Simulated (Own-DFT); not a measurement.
Simulation results for SiC (twinned 3C silicon carbide, strained, atoms displaced)

All values are calculated (Own-DFT development build). A calculation, not a measurement: plane-wave PBE density functional theory by an unreviewed code, no spin, of a simulated periodic cell, stress positive in tension, free energy of the whole cell less one offset for each atom, forces on such cells passed a denser k mesh, this cell's mesh not checked; offsets are fitted by least squares, one for each functional and potential file, so energies compare only between cells with the same atoms and settings and are not formation energies; the far tail of each file's local potential was reset to the Coulomb form; each entry is a single point on an unrelaxed cell, so the pressure reflects the starting lattice, mostly measured values (interpolated for alloys), from which strain is counted, and rises with the displacements; printed positions are rounded, which can move forces by about a meV/angstrom; the program, named Own-DFT, is a retired in-house code; no spin-orbit coupling.

SiC (twinned 3C silicon carbide, strained, atoms displaced)

```
SiC
1.0
      6.7426    -6.6117    -0.1304
     -0.0092     6.4721    -6.5285
      8.6762     8.6755     8.7629
Si C Si C Si C Si C Si C Si C Si C Si C Si C Si C Si C Si C Si C Si C Si C Si C Si C Si C Si C Si C Si C Si C Si C Si C Si C Si C Si C Si C Si C Si C Si C Si C Si C Si C Si C Si C Si C Si C Si C Si C Si C Si C Si C Si C Si C Si C Si C Si C Si C Si C Si C Si C Si C Si C
1 1 1 1 1 1 1 1 1 1 1 1 1 1 1 1 1 1 1 1 1 1 1 1 1 1 1 1 1 1 1 1 1 1 1 1 1 1 1 1 1 1 1 1 1 1 1 1 1 1 1 1 1 1 1 1 1 1 1 1 1 1 1 1 1 1 1 1 1 1 1 1 1 1 1 1 1 1 1 1 1 1 1 1 1 1 1 1 1 1 1 1 1 1 1 1 1 1 1 1 1 1 1 1 1 1 1 1
Direct
  0.99523 0.99599 0.43573
  0.99237 0.99290 0.06260
  0.11945 0.22763 0.10927
  0.09795 0.21375 0.22223
  0.22485 0.11380 0.27204
  0.21742 0.10180 0.39702
  0.00117 0.33931 0.43930
  0.98928 0.32977 0.06193
  0.10418 0.55043 0.10849
  0.11184 0.55895 0.22608
  0.21529 0.44369 0.27079
  0.21726 0.43661 0.39248
  0.00823 0.67668 0.43659
  0.99918 0.66517 0.06789
  0.12215 0.89309 0.10160
  0.11080 0.89613 0.22688
  0.22373 0.78498 0.27863
  0.21856 0.77662 0.39696
  0.32197 0.99372 0.43603
  0.33467 0.00165 0.06912
  0.44178 0.23077 0.10860
  0.43923 0.21757 0.22985
  0.55012 0.10740 0.27151
  0.55499 0.10941 0.39729
  0.33023 0.32145 0.43794
  0.34598 0.33048 0.06597
  0.44343 0.55398 0.10363
  0.45341 0.55930 0.22913
  0.55647 0.43550 0.27067
  0.55838 0.45443 0.39403
  0.33317 0.66488 0.43519
  0.33256 0.66406 0.06088
  0.44979 0.88939 0.10721
  0.44933 0.88874 0.22775
  0.55326 0.77384 0.27228
  0.55435 0.78030 0.39773
  0.66437 0.99937 0.43895
  0.66819 0.00058 0.05625
  0.77586 0.22065 0.10571
  0.78228 0.21908 0.22879
  0.88637 0.10533 0.26864
  0.89839 0.11614 0.39008
  0.66222 0.33203 0.43866
  0.66273 0.33533 0.06160
  0.77546 0.55010 0.10745
  0.78161 0.56289 0.22413
  0.90162 0.45098 0.27388
  0.89264 0.44675 0.39714
  0.66146 0.67344 0.43937
  0.66449 0.67133 0.06325
  0.78735 0.89245 0.10728
  0.77528 0.88143 0.22584
  0.89812 0.77661 0.26878
  0.87899 0.76893 0.39291
  0.99229 0.98742 0.93859
  0.00752 0.00232 0.56258
  0.88639 0.79177 0.60543
  0.89280 0.78152 0.72674
  0.78199 0.88867 0.76645
  0.77187 0.88228 0.89273
  0.00478 0.65803 0.93673
  0.99851 0.66792 0.56551
  0.89322 0.44843 0.60325
  0.88350 0.44206 0.73121
  0.78114 0.56982 0.77056
  0.78218 0.55730 0.89756
  0.99738 0.33250 0.93745
  0.99799 0.33418 0.56404
  0.88708 0.11039 0.60917
  0.89056 0.10756 0.72581
  0.77307 0.22150 0.77540
  0.79545 0.22848 0.89680
  0.66161 0.99618 0.93281
  0.66198 0.99648 0.56124
  0.54461 0.77059 0.60637
  0.55764 0.77349 0.73124
  0.44088 0.89231 0.77259
  0.44155 0.89211 0.89447
  0.67592 0.68412 0.94097
  0.67112 0.66566 0.56420
  0.55715 0.44115 0.59996
  0.55427 0.43276 0.72755
  0.44596 0.55415 0.77041
  0.44406 0.55083 0.89496
  0.66607 0.32566 0.93620
  0.66690 0.34580 0.56708
  0.55526 0.11481 0.60885
  0.54984 0.11135 0.72831
  0.43446 0.22616 0.76973
  0.44113 0.21107 0.90172
  0.33439 0.00368 0.93285
  0.33595 0.99880 0.55887
  0.22951 0.79361 0.60900
  0.21988 0.77620 0.72755
  0.11195 0.88888 0.76781
  0.11135 0.88778 0.89162
  0.33165 0.66102 0.93882
  0.32579 0.66953 0.55859
  0.22271 0.44595 0.60644
  0.22670 0.45121 0.72911
  0.11063 0.55420 0.77680
  0.10753 0.55556 0.90292
  0.33175 0.33652 0.92859
  0.33772 0.33364 0.56115
  0.22591 0.12052 0.60537
  0.22084 0.10816 0.73013
  0.11028 0.22014 0.76591
  0.11207 0.21320 0.90003
```

It was run with functional PBE, potential files PseudoDojo norm-conserving, scalar-relativistic, standard set, wave cutoff 42 hartree, occupations Fermi-Dirac, smearing width 0.1 eV, hardware one NVIDIA H200 and k mesh 4 x 4 x 2 centred on Gamma.

**Q.** Give the missing stress xx for SiC (twinned 3C silicon carbide, strained, atoms displaced).
**A.** 4.88 GPa

Further results for SiC (twinned 3C silicon carbide, strained, atoms displaced):

- free energy of cell above offsets: -9.263 eV
- pressure: -0.07 GPa
- stress yy: -3.15 GPa
- stress zz: -1.53 GPa
- stress yz: 1.87 GPa
- stress xz: -6.04 GPa
- stress xy: -6.02 GPa
- wall time: 646.5 s

Force:
```
element  x (eV/Å)  y (eV/Å)  z (eV/Å)
     Si     0.016    -0.046    -0.023
      C     1.857    -0.764    -0.953
     Si    -3.576    -2.579    -2.085
      C      4.13     2.027     1.636
     Si    -1.537     0.286    -0.196
      C    -0.613      0.44    -0.912
     Si    -0.346    -1.355     0.557
      C     1.754    -0.523     0.141
     Si    -1.045    -1.739    -2.088
      C     2.287     1.682      1.36
     Si     0.095    -1.859    -0.535
      C     1.303      0.91     0.274
     Si    -1.112     1.338     2.426
      C    -0.675    -0.682    -0.858
     Si    -1.344     1.038     1.003
      C     1.451    -0.478     1.186
     Si    -2.357    -2.634     -2.07
      C     0.714    -0.396     0.285
     Si     2.439    -0.874    -0.316
      C    -0.364    -1.323    -1.259
     Si     1.033    -4.228     1.524
      C     1.041     0.481     0.353
     Si     1.249        -1    -0.599
      C    -0.984     0.591    -0.145
     Si    -0.072      0.37    -2.059
      C    -3.908     3.192    -2.616
     Si     0.728    -0.146    -0.552
      C    -1.475     0.388     1.525
     Si     0.493     1.087    -2.013
      C    -0.338    -0.265     2.135
     Si    -0.028    -0.014     0.433
      C     0.331     1.051     0.939
     Si    -1.483     -1.05    -1.153
      C     0.376     1.616      1.49
     Si     0.634    -0.885    -0.957
      C    -0.822     0.129    -0.234
     Si     0.389    -0.626    -1.049
      C     0.817     1.069     1.332
     Si    -0.977    -0.354    -0.516
      C    -0.448     1.825    -0.081
     Si     -0.56    -0.487     -0.04
      C     0.094     1.837     1.607
     Si     0.742     0.103    -0.869
      C     0.499    -0.211      1.29
     Si    -1.297    -0.941    -2.823
      C     1.469     0.425     3.525
     Si    -2.426    -0.163     0.085
      C    -0.197     0.781    -0.145
     Si     0.624    -1.721     0.599
      C     0.582    -0.315      0.58
     Si    -2.649    -0.064    -0.341
      C     1.599     1.666     0.859
     Si    -1.406     1.404    -0.643
      C     1.426     0.452    -0.678
     Si      0.46     0.196    -0.892
      C    -0.409     1.243     -0.91
     Si    -0.217    -3.033     1.243
      C     0.407     0.573    -0.171
     Si    -0.136     1.138     0.834
      C     0.614     0.205    -2.485
     Si    -0.509     4.594    -0.734
      C     0.569     0.209    -1.604
     Si    -0.007     1.468     0.359
      C     0.811    -0.301    -0.598
     Si    -0.371    -1.298      2.61
      C    -0.667     0.223    -0.344
     Si     2.345    -0.871     0.824
      C     0.586    -0.698     0.526
     Si     -2.19    -1.819    -2.095
      C     1.132     2.274      0.93
     Si    -0.575    -1.116    -1.374
      C    -3.479     0.951     1.371
     Si     1.189     0.329    -0.081
      C     1.601     0.848     0.556
     Si     0.144    -0.825    -1.007
      C    -0.465     0.773    -0.891
     Si    -0.429    -1.322     0.031
      C      0.32    -0.798     0.925
     Si    -1.422    -1.911     3.475
      C     -0.88     1.458    -0.559
     Si     0.379     3.077    -0.331
      C     0.353     1.852    -2.307
     Si     0.171     -0.46     0.182
      C     0.431     0.492    -1.428
     Si      0.57     1.253    -0.823
      C     0.164    -4.487     1.265
     Si    -1.197    -1.595    -1.441
      C     1.247     0.763     1.124
     Si     1.701    -1.336     1.955
      C    -0.473    -0.146    -4.486
     Si     0.007     1.231     3.504
      C     1.168      2.09    -0.478
     Si    -2.994    -1.932     0.814
      C     1.647     0.738     0.912
     Si     0.032     0.396     0.753
      C     0.355     0.013     1.012
     Si     0.011     0.284    -0.723
      C     1.455    -0.064     1.306
     Si    -1.066    -0.238    -1.276
      C     0.013     0.004     1.232
     Si    -1.426     -0.13    -0.731
      C     0.507    -4.152    -0.411
     Si     1.983     0.237     3.313
      C     0.121     1.141    -0.134
     Si    -0.662    -1.675     0.933
      C    -0.441    -0.035    -1.054
     Si     0.987     1.491     0.772
      C    -1.606     0.233    -1.727
```
